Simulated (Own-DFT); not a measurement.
# Two functionals across a range of volumes: D0_22 TiAl3, 40 atoms (Al30Ti10)

The numbers are computed, not measured, by runs of the plane-wave DFT program Own-DFT (in-house, retired, unreviewed) at fixed positions, with no spin and no spin-orbit coupling.

Limits: forces on such cells failed a check on a denser k mesh; stress not checked against mesh or cutoff.

Each geometry was run with PBE and with PBEsol, otherwise alike: PseudoDojo norm-conserving scalar-relativistic files made for PBE; cutoff 42 hartree; 4 x 4 x 4 k mesh centred on Gamma; cold (Marzari-Vanderbilt) smearing of 0.2 eV. Unstrained cell vectors in Å: (-2.365, -6.981, 4.326); (-7.667, 3.491, 1.442); (-2.950, -3.488, -7.241). Each has a uniform strain, of which the change of volume is shown, and random moves of rms u per axis.

```
run  volume change (%)   u (Å)  P with PBE (GPa)  P with PBEsol (GPa)
  1               1.99  0.0553              1.03                -0.84
  2              -0.66  0.0478              3.75                 1.83
  3               0.68  0.0439              1.92                 0.03
  4               0.76  0.0460              1.99                 0.10
  5              -0.53  0.0535              3.48                 1.57
  6              -2.92  0.0465              6.41                 4.43
  7               0.89  0.0442              1.69                -0.19
  8               1.12  0.0504              1.54                -0.34
  9              -3.75  0.0499              7.64                 5.64
 10               0.99  0.0530              2.10                    ?
```

Q: by how much does PBEsol shrink this cell, and what belongs in the blank?

## Answer

Write v for the change of volume as a fraction. Fitted to v and u², the PBE pressure has a slope of -121 ± 3 GPa in v, with the ions held to the strained lattice. The difference PBEsol less PBE is -1.91 + 2.4 v GPa (slope ± 0.1) and averages -1.91 GPa. Divided by the mean slope of the two, 120 GPa, that makes PBEsol's volume at a given pressure, near 2 GPa, about 1.6 % smaller, or 0.53 % in lengths. At one volume PBEsol's slope is the smaller by 2 GPa, but its pressure there is lower too. If stiffness rises by about 4 GPa for each GPa, PBEsol at equal pressure is stiffer by about 5 GPa. Files made for PBEsol would give a different shift.

For run 10 the line gives 0.21 GPa. The calculation gave 0.21 GPa.
